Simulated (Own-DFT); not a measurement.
# How much smaller does PBEsol make it? L1_0 TiAl, 32 atoms (Al16Ti16)

Calculated, not measured: single-point runs of Own-DFT, a retired in-house plane-wave DFT program that no person has reviewed, on unrelaxed cells, without spin or spin-orbit coupling.

Limits: forces on such cells failed a check on a denser k mesh; stress not checked against mesh or cutoff.

Each geometry was run with PBE and with PBEsol, otherwise alike: PseudoDojo norm-conserving scalar-relativistic files made for PBE; cutoff 42 hartree; 4 x 4 x 4 k mesh centred on Gamma; cold (Marzari-Vanderbilt) smearing of 0.2 eV. Unstrained cell vectors in Å: (5.621, 5.621, 0.000); (-5.622, 5.622, 0.000); (0.000, 0.000, 8.133). Each has a uniform strain, of which the change of volume is shown, and random moves of rms u per axis.

```
run  volume change (%)   u (Å)  P with PBE (GPa)  P with PBEsol (GPa)
  1              -0.38  0.0513              2.38                -0.49
  2               1.03  0.0507              0.62                -2.19
  3              -1.11  0.0423              3.17                 0.28
  4              -0.54  0.0526              2.55                -0.32
  5              -1.23  0.0416              3.17                 0.27
  6               0.75  0.0480              1.02                -1.79
  7               1.21  0.0455              0.63                -2.16
  8               0.06  0.0443              1.50                -1.35
  9               0.84  0.0535              0.96                -1.85
 10              -1.24  0.0588              3.87                 0.97
 11              -3.84  0.0474              6.93                 3.91
 12              -3.18  0.0534              6.01                    ?
```

The question: by how much does PBEsol shrink this cell, and what belongs in the blank?

## Working it out

Write v for the change of volume as a fraction. Fitted to v and u², the PBE pressure has a slope of -128 ± 4 GPa in v, with the ions held to the strained lattice. The difference PBEsol less PBE is -2.85 + 4.4 v GPa (slope ± 0.1) and averages -2.87 GPa. Divided by the mean slope of the two, 125 GPa, that makes PBEsol's volume at a given pressure, near 1 GPa, about 2.3 % smaller, or 0.76 % in lengths. At one volume PBEsol's slope is the smaller by 4 GPa, but its pressure there is lower too. If stiffness rises by about 4 GPa for each GPa, PBEsol at equal pressure is stiffer by about 7 GPa. Files made for PBEsol would give a different shift.

For run 12 the line gives 3.02 GPa. The hidden result is 3.02 GPa.
